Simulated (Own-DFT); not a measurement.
# Computed records: GaN (wurtzite, atoms displaced)

Computed with Own-DFT development build. A calculation, not a measurement: plane-wave PBE density functional theory by an unreviewed code, no spin, of a simulated periodic cell, stress positive in tension, free energy of the whole cell less one offset for each atom, forces on such cells passed a denser k mesh, this cell's mesh not checked; offsets are fitted by least squares, one for each functional and potential file, so energies compare only between cells with the same atoms and settings and are not formation energies; the far tail of each file's local potential was reset to the Coulomb form; each entry is a single point on an unrelaxed cell, so the pressure reflects the starting lattice, mostly measured values (interpolated for alloys), from which strain is counted, and rises with the displacements; printed positions are rounded, which can move forces by about a meV/angstrom; the program, named Own-DFT, is a retired in-house code; no spin-orbit coupling.

Settings shared by all entries: functional PBE; potential files PseudoDojo norm-conserving, scalar-relativistic, standard set with the stringent files for Ga; wave cutoff 96 hartree; occupations Gaussian; smearing width 0.01 eV; k mesh 3 x 4 x 3 centred on Gamma.

(1) GaN (wurtzite, atoms displaced)

```
GaN
1.0
     12.7560     0.0000     0.0000
     -4.7835     8.2853     0.0000
      0.0000     0.0000    10.3700
Ga N Ga N Ga N Ga N Ga N Ga N Ga N Ga N Ga N Ga N Ga N Ga N Ga N Ga N Ga N Ga N Ga N Ga N Ga N Ga N Ga N Ga N Ga N Ga N
2 2 2 2 2 2 2 2 2 2 2 2 2 2 2 2 2 2 2 2 2 2 2 2 2 2 2 2 2 2 2 2 2 2 2 2 2 2 2 2 2 2 2 2 2 2 2 2
Direct
  0.08280 0.22884 0.99404
  0.16913 0.12490 0.24986
  0.09085 0.22113 0.19051
  0.15948 0.10488 0.43123
  0.08284 0.22241 0.49627
  0.16292 0.11214 0.74688
  0.08114 0.21859 0.69477
  0.16754 0.11023 0.93959
  0.08204 0.54656 0.00209
  0.16577 0.43834 0.24981
  0.09347 0.55716 0.18900
  0.16767 0.44444 0.44674
  0.08992 0.55672 0.50168
  0.16546 0.44921 0.75626
  0.08516 0.55853 0.68475
  0.16482 0.43910 0.95279
  0.07790 0.88114 0.99923
  0.16785 0.78505 0.25256
  0.09222 0.88198 0.18415
  0.15785 0.76790 0.44270
  0.08810 0.89286 0.49965
  0.16343 0.77680 0.74683
  0.07986 0.88848 0.68856
  0.17251 0.78615 0.93338
  0.33799 0.21720 0.99743
  0.41487 0.10959 0.24699
  0.33228 0.22995 0.18618
  0.42008 0.11634 0.43836
  0.33057 0.22177 0.50067
  0.41728 0.12247 0.74901
  0.32978 0.22168 0.69652
  0.41364 0.09860 0.93941
  0.33346 0.55724 0.99773
  0.41490 0.44655 0.25475
  0.32943 0.55369 0.17729
  0.42660 0.45468 0.43515
  0.33674 0.55535 0.49295
  0.42388 0.44379 0.75185
  0.32840 0.55641 0.68788
  0.41169 0.43974 0.93942
  0.33302 0.88599 0.00455
  0.41124 0.77671 0.25036
  0.33947 0.89916 0.19002
  0.41503 0.77835 0.43754
  0.32982 0.87116 0.50122
  0.41692 0.77289 0.74887
  0.33225 0.90414 0.68333
  0.41546 0.77975 0.93155
  0.58316 0.22278 0.99714
  0.66779 0.11849 0.25616
  0.58370 0.23008 0.18120
  0.66983 0.12068 0.43870
  0.58776 0.23096 0.50196
  0.65838 0.10371 0.75298
  0.58366 0.22551 0.68627
  0.66867 0.10832 0.94905
  0.58499 0.56052 0.00130
  0.67000 0.44867 0.25590
  0.58440 0.55899 0.18110
  0.66354 0.44894 0.44527
  0.58882 0.54564 0.50359
  0.66068 0.42882 0.74587
  0.59052 0.56501 0.68726
  0.66601 0.44663 0.93544
  0.58713 0.88175 0.99707
  0.66624 0.78008 0.25499
  0.58069 0.88442 0.18576
  0.66716 0.77963 0.44124
  0.58110 0.88376 0.49509
  0.66230 0.76656 0.74519
  0.57909 0.88406 0.68716
  0.67040 0.78801 0.94117
  0.83371 0.23065 0.99770
  0.91993 0.11231 0.24830
  0.84248 0.21961 0.19241
  0.91576 0.11565 0.43355
  0.83253 0.22032 0.49320
  0.92169 0.11893 0.74964
  0.83077 0.22367 0.68222
  0.91657 0.11274 0.93789
  0.83642 0.56202 0.99446
  0.92180 0.44612 0.25104
  0.83293 0.55316 0.18939
  0.91420 0.44041 0.43473
  0.83520 0.56384 0.50067
  0.91075 0.44080 0.74658
  0.81939 0.54469 0.68482
  0.92587 0.43221 0.94527
  0.83107 0.88965 0.99707
  0.91668 0.77609 0.23999
  0.82940 0.88256 0.18208
  0.92373 0.78756 0.43747
  0.82479 0.88393 0.50148
  0.91895 0.77362 0.74344
  0.83694 0.88352 0.68569
  0.91603 0.77542 0.93922
```

```
free energy of cell above offsets : -4.253 eV
pressure                          : 7.08 GPa
stress xx                         : -7.32 GPa
stress yy                         : -7.49 GPa
stress zz                         : -6.44 GPa
stress yz                         : -0.24 GPa
stress xz                         : 0.06 GPa
stress xy                         : 0.82 GPa
```

Force:
```tsv
element	x (eV/Å)	y (eV/Å)	z (eV/Å)
Ga	1.147	-2.797	1.155
Ga	2.344	-2.509	-0.646
N	-2.957	0.517	-1.198
N	1.003	1.295	1.405
Ga	-0.532	-0.544	0.931
Ga	0.532	-0.658	1.648
N	0.133	1.599	-1.485
N	-0.429	-0.132	-0.245
Ga	0.684	2.47	0.563
Ga	0.206	0.656	0.221
N	-1.326	0.334	0.385
N	0.832	-0.213	-1.549
Ga	-1.726	-1.114	-0.336
Ga	0.398	-0.6	-0.083
N	-0.785	-0.651	1.089
N	0.366	1.892	-2.571
Ga	1.298	1.34	-0.267
Ga	1.892	-1.619	0.441
N	-3.192	1.655	-0.045
N	1.266	1.393	-0.869
Ga	-0.72	-0.609	0.232
Ga	0.755	0.964	0.365
N	0.816	0.25	-0.533
N	-0.547	-1.746	0.534
Ga	-1.442	0.04	0.394
Ga	-0.078	2.058	0.756
N	0.983	-0.577	0.342
N	-0.32	-0.62	0.023
Ga	0.489	-0.138	-0.243
Ga	0.555	-1.849	0.341
N	-0.122	0.952	-1.692
N	0.461	1.748	-0.634
Ga	0.293	0.044	-0.671
Ga	0.646	0.439	-2.12
N	0.48	0.501	2.61
N	-0.708	-1.031	1.201
Ga	-0.182	-0.155	1.431
Ga	-1.698	0.582	0.028
N	1.166	-0.581	-0.313
N	1.192	0.704	-0.483
Ga	-0.024	-0.447	-0.683
Ga	0.974	-0.126	-0.935
N	-0.547	-1.666	-0.026
N	1.024	-0.756	-0.58
Ga	-1.716	2.482	0.326
Ga	-1.525	0.772	-0.365
N	0.903	-1.452	0.486
N	0.726	-0.356	1.11
Ga	0.07	-0.138	0.187
Ga	0.275	-0.521	-1.949
N	0.482	-0.284	1.521
N	-0.721	-1.368	0.351
Ga	-0.429	-1.449	-0.637
Ga	1.151	0.312	0.103
N	-0.215	-2.022	0.107
N	-0.849	0.272	-1.693
Ga	-0.248	-0.364	-0.717
Ga	-0.844	-0.216	-1.204
N	0.055	-0.177	2.179
N	3.332	-0.998	-1.836
Ga	-3.524	2.701	0.421
Ga	-0.544	2.662	1.647
N	-0.344	-3.456	-0.275
N	0.369	-0.21	-0.31
Ga	-2.555	1.134	1.116
Ga	-0.024	-0.354	-1.111
N	-0.265	0.665	0.953
N	-0.532	-1.148	-0.387
Ga	-0.295	1.164	0.652
Ga	0.601	3.525	1.316
N	0.649	0.303	-0.4
N	0.958	-2.305	-2.007
Ga	0.699	-3.098	1.727
Ga	0.899	-1.06	-0.17
N	-2.274	0.88	-0.914
N	0.744	-0.98	0.743
Ga	0.181	0.709	0.665
Ga	-1.436	-1.475	0.01
N	0.016	-0.801	0.763
N	-0.139	-0.116	-0.047
Ga	0.109	-1.76	0.867
Ga	0.17	-0.009	-0.469
N	0.455	-0.158	-0.578
N	0.103	1.113	0.969
Ga	0.975	-0.221	-0.916
Ga	0.683	0.229	0.131
N	2.02	1.146	0.547
N	-2.851	2.907	-2.405
Ga	0.837	0.65	-0.024
Ga	0.583	0.626	1.095
N	0.488	0.767	0.877
N	-1.078	-0.856	-0.471
Ga	2.158	1.408	-0.261
Ga	-1.128	-0.38	0.737
N	-1.349	0.642	0.678
N	-0.404	0.365	-1.032
```

(2) GaN (wurtzite, atoms displaced)

```
GaN
1.0
     12.7560     0.0000     0.0000
     -4.7835     8.2853     0.0000
      0.0000     0.0000    10.3700
Ga N Ga N Ga N Ga N Ga N Ga N Ga N Ga N Ga N Ga N Ga N Ga N Ga N Ga N Ga N Ga N Ga N Ga N Ga N Ga N Ga N Ga N Ga N Ga N
2 2 2 2 2 2 2 2 2 2 2 2 2 2 2 2 2 2 2 2 2 2 2 2 2 2 2 2 2 2 2 2 2 2 2 2 2 2 2 2 2 2 2 2 2 2 2 2
Direct
  0.08631 0.22527 0.00210
  0.17273 0.11246 0.25097
  0.07686 0.21895 0.19345
  0.16264 0.10846 0.44049
  0.08114 0.21309 0.49674
  0.15813 0.10823 0.74521
  0.08131 0.22025 0.69711
  0.16664 0.11994 0.93906
  0.08273 0.55316 0.99500
  0.16888 0.45140 0.25457
  0.08664 0.55871 0.18624
  0.16948 0.44948 0.44509
  0.08736 0.55846 0.49350
  0.16607 0.44548 0.74898
  0.08341 0.55305 0.69225
  0.16677 0.44937 0.93667
  0.08362 0.89516 0.00756
  0.16652 0.78076 0.25601
  0.08252 0.88605 0.18701
  0.16744 0.77857 0.43817
  0.08341 0.88939 0.49351
  0.15870 0.77679 0.75154
  0.07386 0.88238 0.68962
  0.16472 0.76846 0.93209
  0.33360 0.21568 0.00051
  0.42107 0.10919 0.25401
  0.32637 0.21626 0.19173
  0.42198 0.10276 0.43708
  0.34232 0.22206 0.50412
  0.41569 0.11209 0.75126
  0.33285 0.22044 0.69083
  0.41108 0.11502 0.93737
  0.33187 0.55784 0.00844
  0.41828 0.45376 0.24704
  0.33202 0.56125 0.18067
  0.42147 0.44736 0.42990
  0.33905 0.55643 0.50232
  0.41961 0.44064 0.74525
  0.33306 0.55607 0.68771
  0.41154 0.44089 0.93623
  0.33558 0.89024 0.00345
  0.41784 0.78491 0.25595
  0.33372 0.89198 0.19287
  0.41628 0.77193 0.43979
  0.33929 0.88359 0.49966
  0.41085 0.77300 0.75411
  0.33891 0.88851 0.68762
  0.41358 0.77201 0.93703
  0.58504 0.22075 0.99663
  0.66111 0.10194 0.25426
  0.58036 0.21478 0.19248
  0.67273 0.11917 0.44606
  0.58734 0.23293 0.50071
  0.66524 0.10119 0.75605
  0.58492 0.21618 0.69202
  0.66483 0.10613 0.93291
  0.58863 0.55858 0.00459
  0.67168 0.44480 0.24733
  0.58403 0.55889 0.19352
  0.65913 0.44911 0.43586
  0.58108 0.55735 0.50433
  0.65574 0.43855 0.75250
  0.58601 0.54871 0.68590
  0.65936 0.43234 0.93149
  0.58333 0.88994 0.00336
  0.66395 0.77909 0.24902
  0.57613 0.89061 0.18347
  0.66651 0.76659 0.44074
  0.57781 0.88675 0.50847
  0.67199 0.78414 0.75340
  0.58523 0.89625 0.69277
  0.66380 0.77386 0.93937
  0.82120 0.21621 0.99696
  0.92080 0.10589 0.25078
  0.82860 0.21631 0.18458
  0.91821 0.11494 0.43711
  0.82892 0.21461 0.49529
  0.90935 0.10557 0.74847
  0.83143 0.22362 0.69212
  0.91127 0.10382 0.93743
  0.83815 0.55603 0.99741
  0.91819 0.44534 0.24987
  0.83613 0.55633 0.19222
  0.91482 0.44793 0.43938
  0.83135 0.54833 0.49695
  0.91459 0.44496 0.74861
  0.84080 0.55463 0.68943
  0.92323 0.44434 0.94356
  0.83960 0.90022 0.99882
  0.91712 0.77979 0.24952
  0.82798 0.88901 0.19050
  0.91861 0.79331 0.43858
  0.83464 0.88917 0.49770
  0.91377 0.76974 0.75110
  0.82682 0.89618 0.69069
  0.91290 0.77231 0.93571
```

```
free energy of cell above offsets : -5.444 eV
pressure                          : 6.94 GPa
stress xx                         : -6.83 GPa
stress yy                         : -6.75 GPa
stress zz                         : -7.24 GPa
stress yz                         : 0.3 GPa
stress xz                         : 0.46 GPa
stress xy                         : 0.29 GPa
```

Force:
```tsv
element	x (eV/Å)	y (eV/Å)	z (eV/Å)
Ga	-1.305	0.512	-0.095
Ga	-2.194	-0.528	0.464
N	2.161	1.132	-0.602
N	1.897	0.475	-0.327
Ga	-0.593	1.615	1.278
Ga	1.21	-0.315	1.001
N	-0.914	0.262	-1.716
N	0.723	-1.499	-0.217
Ga	0.735	0.446	0.972
Ga	-0.091	-0.805	-0.29
N	-0.414	0.108	0.537
N	0.732	-0.895	-0.844
Ga	-1.005	-0.459	1.726
Ga	0.23	-0.28	0.266
N	-0.485	0.473	-1.205
N	0.721	-0.82	0.394
Ga	0.525	-0.576	-2.212
Ga	0.337	-0.538	-1.324
N	-0.181	0.432	1.133
N	0.333	0.475	0.492
Ga	-0.06	-0.329	1.334
Ga	1.256	-0.073	-0.874
N	0.92	1.037	-0.915
N	-0.431	1.944	1.664
Ga	-1.892	1.718	0.51
Ga	-1.525	0.497	-0.473
N	2.32	1.484	-0.544
N	-0.737	0.7	0.764
Ga	-0.954	-0.235	-0.951
Ga	0.638	-0.71	-0.341
N	-0.366	-0.378	-0.705
N	2.436	-1.414	0.107
Ga	0.282	-0.776	-3.325
Ga	-0.124	-1.173	-0.551
N	0.362	0.06	3.462
N	-0.757	-0.737	1.467
Ga	-0.498	-1.07	0.041
Ga	-1.137	0.697	1.358
N	0.837	-0.388	-0.053
N	0.852	0.415	0.58
Ga	-0.62	-0.499	-0.68
Ga	-0.315	-1.016	-0.979
N	-0.155	-0.393	-0.334
N	0.501	0.394	-0.325
Ga	-1.439	0.41	0.884
Ga	0.856	0.186	-0.174
N	-1.669	0.174	-0.084
N	0.194	1.155	0.889
Ga	-0.886	-0.745	0.671
Ga	0.875	1.342	0.177
N	0.562	1.204	-1.123
N	-2.049	-1.944	-1.319
Ga	0.409	-0.824	0.637
Ga	-0.225	2.057	-1.717
N	-0.787	0.523	-0.396
N	-1.108	-0.27	1.588
Ga	-1.102	-0.956	-0.579
Ga	-1.059	-0.301	0.4
N	0.555	-0.46	-0.984
N	1.891	-0.357	0.041
Ga	0.259	-0.33	-0.69
Ga	2.696	-0.599	-0.851
N	-1.583	1.569	0.329
N	0.762	1.56	1.921
Ga	-0.27	-0.977	-1.355
Ga	-0.059	0.059	0.651
N	1.048	-0.565	1.348
N	-1.28	2.31	-0.437
Ga	1.564	0.546	-0.465
Ga	-1.53	-1.289	0.01
N	-0.094	-2.649	-0.322
N	0.418	0.764	0.321
Ga	2.463	0.919	0.687
Ga	-2.184	0.323	-0.089
N	0.033	0.15	0.837
N	-0.197	-0.56	0.207
Ga	1.504	1.744	1.538
Ga	0.545	1.813	0.641
N	0.104	-0.305	-0.678
N	0.041	2.279	-0.14
Ga	-0.443	-0.62	0.25
Ga	0.482	-0.814	-0.344
N	-0.311	0.237	-0.877
N	1.259	-0.754	-0.576
Ga	-1.178	1.392	0.713
Ga	1.539	-0.78	0.667
N	-2.693	0.025	-0.815
N	-2.147	-1.036	-0.92
Ga	-0.464	-2.448	0.611
Ga	-0.599	0.022	0.172
N	0.916	-0.385	-0.55
N	1.355	-2.229	-0.598
Ga	-1.488	0.529	0.893
Ga	-1.089	0.61	-0.331
N	2.213	-1.54	-1.26
N	0.136	0.862	0.923
```

(3) GaN (wurtzite, atoms displaced)

```
GaN
1.0
     12.7560     0.0000     0.0000
     -4.7835     8.2853     0.0000
      0.0000     0.0000    10.3700
Ga N Ga N Ga N Ga N Ga N Ga N Ga N Ga N Ga N Ga N Ga N Ga N Ga N Ga N Ga N Ga N Ga N Ga N Ga N Ga N Ga N Ga N Ga N Ga N
2 2 2 2 2 2 2 2 2 2 2 2 2 2 2 2 2 2 2 2 2 2 2 2 2 2 2 2 2 2 2 2 2 2 2 2 2 2 2 2 2 2 2 2 2 2 2 2
Direct
  0.07702 0.21764 0.99801
  0.16668 0.11388 0.25321
  0.07496 0.21734 0.18242
  0.16630 0.10683 0.43584
  0.07716 0.21572 0.50062
  0.16707 0.11517 0.75024
  0.07997 0.22650 0.69647
  0.16404 0.12187 0.94183
  0.08621 0.56073 0.01070
  0.16573 0.43878 0.25392
  0.08229 0.55379 0.18901
  0.16001 0.43337 0.43575
  0.08743 0.55882 0.49663
  0.16563 0.44399 0.75795
  0.08331 0.55819 0.69240
  0.17120 0.44918 0.94051
  0.08637 0.89143 0.00123
  0.15567 0.75957 0.24350
  0.08149 0.89322 0.18638
  0.18162 0.79079 0.43285
  0.08247 0.89168 0.49525
  0.16865 0.78785 0.74714
  0.07982 0.89423 0.69143
  0.16682 0.77134 0.95419
  0.33197 0.21834 0.99566
  0.41624 0.11616 0.24854
  0.33655 0.22483 0.18275
  0.42002 0.11211 0.44147
  0.34279 0.22186 0.49952
  0.41475 0.10329 0.74880
  0.32775 0.23008 0.69592
  0.41483 0.10276 0.93094
  0.33006 0.55344 0.99175
  0.41054 0.45413 0.25397
  0.33304 0.57180 0.19154
  0.41576 0.43767 0.43755
  0.32830 0.55729 0.49810
  0.41116 0.43757 0.75323
  0.32749 0.55013 0.69455
  0.42289 0.44790 0.94240
  0.32794 0.88408 0.00764
  0.41745 0.78701 0.25071
  0.33218 0.88311 0.18587
  0.41700 0.77458 0.43609
  0.33316 0.89197 0.49516
  0.40870 0.76282 0.75236
  0.33421 0.89014 0.68980
  0.41862 0.77243 0.94390
  0.58039 0.22393 0.99914
  0.66979 0.10968 0.25021
  0.57215 0.21594 0.19276
  0.67146 0.11127 0.44409
  0.57959 0.21725 0.50010
  0.66469 0.10461 0.73964
  0.58125 0.23192 0.69556
  0.67183 0.12247 0.94443
  0.58239 0.55678 0.99920
  0.66212 0.44834 0.24338
  0.58568 0.55563 0.19175
  0.66707 0.44362 0.43593
  0.58936 0.56233 0.49769
  0.66609 0.44362 0.74352
  0.57810 0.55388 0.70012
  0.67283 0.44976 0.94131
  0.58931 0.89557 0.00040
  0.66097 0.77549 0.25118
  0.58081 0.89064 0.18785
  0.66401 0.76622 0.43833
  0.58537 0.88197 0.49839
  0.66162 0.77850 0.74431
  0.58062 0.88131 0.68345
  0.67074 0.77594 0.94216
  0.83807 0.22393 0.99915
  0.91838 0.10573 0.23857
  0.83857 0.23341 0.18583
  0.90930 0.10602 0.43486
  0.82761 0.22575 0.49752
  0.91399 0.11984 0.75394
  0.83233 0.22653 0.68537
  0.91320 0.10916 0.93134
  0.83474 0.55314 0.00388
  0.91214 0.44076 0.25072
  0.83515 0.55822 0.19399
  0.92427 0.44717 0.42936
  0.83132 0.55156 0.50091
  0.91683 0.44274 0.75492
  0.83820 0.56161 0.68452
  0.92420 0.44464 0.93392
  0.83255 0.89294 0.00176
  0.91652 0.77609 0.25652
  0.83487 0.88686 0.19327
  0.92175 0.78277 0.43796
  0.83285 0.88854 0.49775
  0.91635 0.77983 0.74119
  0.83932 0.88615 0.68878
  0.91777 0.77659 0.93488
```

```
free energy of cell above offsets : -5.141 eV
pressure                          : 6.9 GPa
stress xx                         : -6.22 GPa
stress yy                         : -8.11 GPa
stress zz                         : -6.37 GPa
stress yz                         : -0.37 GPa
stress xz                         : -0.8 GPa
stress xy                         : -1.32 GPa
```

Force:
```tsv
element	x (eV/Å)	y (eV/Å)	z (eV/Å)
Ga	-0.058	1.197	-0.155
Ga	0.383	-0.196	-1.303
N	1.886	1.173	0.497
N	0.101	1.295	0.844
Ga	-0.028	-0.28	0.587
Ga	-1.258	-0.249	0.53
N	0.255	-0.414	-1.163
N	1.597	-1.407	-0.763
Ga	0.173	-1.601	-1.752
Ga	-0.358	0.323	-1.269
N	-0.064	-2.09	0.784
N	0.461	0.793	0.784
Ga	-0.222	0.281	0.813
Ga	-0.897	0.222	-0.77
N	0.265	0.38	-0.822
N	-1.535	-1.084	0.525
Ga	-1.031	-0.068	-0.465
Ga	0.442	3.612	0.864
N	0.56	-0.592	0.805
N	-2.928	-2.168	-0.25
Ga	1.273	-0.318	0.822
Ga	-0.313	-1.175	0.911
N	1.554	0.23	-0.981
N	-0.848	1.513	-2.322
Ga	0.135	0.493	0.117
Ga	-1.043	-1.52	0.323
N	-1.238	0.379	0.867
N	-0.047	-0.515	-0.738
Ga	-2.248	0.234	0.872
Ga	-0.661	1.313	0.097
N	1.847	-2.006	-1.698
N	-0.485	0.258	1.356
Ga	1.525	0.223	1.849
Ga	1.123	-0.636	-1.118
N	0.37	-2.034	-0.615
N	-0.372	1.197	0.68
Ga	0.826	-1.102	0.568
Ga	0.328	1.598	0.518
N	0.414	-0.169	-1.355
N	-1.351	-0.953	-0.387
Ga	1.616	0.481	-1.329
Ga	0.168	-0.262	-0.077
N	-1.301	1.171	1.491
N	0.005	0.735	0.694
Ga	1.924	0.131	1.141
Ga	0.125	1.702	0.561
N	0.228	-0.788	-0.833
N	-0.346	1.199	-0.93
Ga	0.217	0.097	0.104
Ga	-0.709	0.779	-0.214
N	2.584	1.166	-0.767
N	-2.031	-1.118	-1.019
Ga	1.001	1.122	0.365
Ga	-0.684	0.892	1.528
N	0.934	-2.39	-1.643
N	-0.042	-1.165	-1.28
Ga	1.173	0.146	0.414
Ga	1.68	-1.24	0.951
N	-2.235	0.745	-0.737
N	0.013	-0.302	0.282
Ga	-0.62	-2.866	1.368
Ga	0.321	1.888	1.61
N	0.442	0.123	-1.83
N	-0.772	-0.699	-0.404
Ga	-0.312	-0.398	-0.454
Ga	0.803	0.259	-0.628
N	0.881	0.141	0.494
N	-0.022	2.36	-0.452
Ga	-0.716	0.23	-0.329
Ga	2.171	-0.405	1.472
N	-1.144	0.655	0.337
N	-1.205	0.82	-0.788
Ga	-0.827	0.591	-0.043
Ga	-1.786	0.345	2.024
N	-0.087	-2.213	-0.076
N	0.313	0.555	-0.119
Ga	2.675	0.766	0.203
Ga	0.742	-1.274	-1.864
N	-0.283	-0.351	-0.004
N	0.111	0.102	1.79
Ga	0.377	0.799	-0.518
Ga	0.414	1.021	-0.531
N	-0.429	-0.495	-0.591
N	-1.065	0.029	1.916
Ga	0.732	0.418	-0.795
Ga	-0.232	0.947	-1.174
N	-0.304	-1.297	0.312
N	-0.579	0.109	1.691
Ga	1.327	-1.206	-0.263
Ga	0.192	0.36	-1.185
N	-1.04	-0.499	-0.711
N	-0.756	-1.101	0.63
Ga	0.267	0.171	0.476
Ga	0.625	-0.739	2.075
N	-3.048	1.33	-0.825
N	-0.017	0.285	0.401
```
